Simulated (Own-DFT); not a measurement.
# Same atoms, different arrangement: Ga48P48, 96 atoms

These are calculations, not measurements. The program, named Own-DFT, is a retired in-house plane-wave density functional code that no person has reviewed. Each row is one single-point run on a periodic cell that was not relaxed, without spin or spin-orbit coupling.

Settings of every run: PBE; PseudoDojo norm-conserving scalar-relativistic files; cutoff 42 hartree; 2 x 3 x 3 k mesh centred on Gamma; Fermi-Dirac smearing of 0.1 eV.

Known limits, some of them of some rows only: not probed for a lower state with spin; forces on such cells failed a check on a denser k mesh; forces on such cells passed a denser k mesh, each cell not checked; stress not checked against mesh or cutoff.

All cells hold the same atoms in the same cell, with vectors in Å (16.352, 0.000, 0.000); (0.000, 10.901, 0.000); (0.000, 0.000, 10.901). Every atom was moved at random from its ideal site; u is the rms move along one axis. The defect's site can differ from row to row. E is the free energy of the cell above the lowest run. The arrangements:

- A: zincblende GaP
- B: zincblende GaP, with one Ga on a P site and one P on a Ga site, 2.4 Å apart

| arrangement | u (Å) | E (eV) | P (GPa) |
|---|---|---|---|
| A | 0.0187 | 0.000 | 2.68 |
| A | 0.0191 | 0.144 | 2.71 |
| A | 0.0198 | 0.214 | 2.72 |
| A | 0.0474 | 3.439 | 3.24 |
| A | 0.0489 | 3.344 | 3.17 |
| A | 0.0531 | 4.050 | 3.28 |
| B | 0.0287 | 4.025 | 2.92 |
| B | 0.0302 | 4.229 | 2.96 |
| B | 0.0309 | 4.047 | 2.93 |
| B | 0.0466 | 5.884 | 3.21 |
| B | 0.0502 | 6.758 | 3.36 |
| B | 0.0541 | 7.495 | 3.40 |

Question: once the cost of the random moves is taken out, how do the arrangements rank?

## Worked answer

Fit E = a + b u², with one b for all and one a for each arrangement, and with residuals divided by u², since the noise grows with the moves. Then b = 1634 eV/Å², the scatter at u = 0.04 Å is 0.22 eV, and against A:

- B: 3.11 ± 0.09 eV (higher)

These are energies of unrelaxed cells. Relaxing the atoms lowers the strained arrangements most, so the gaps would shrink and small ones could change sign.
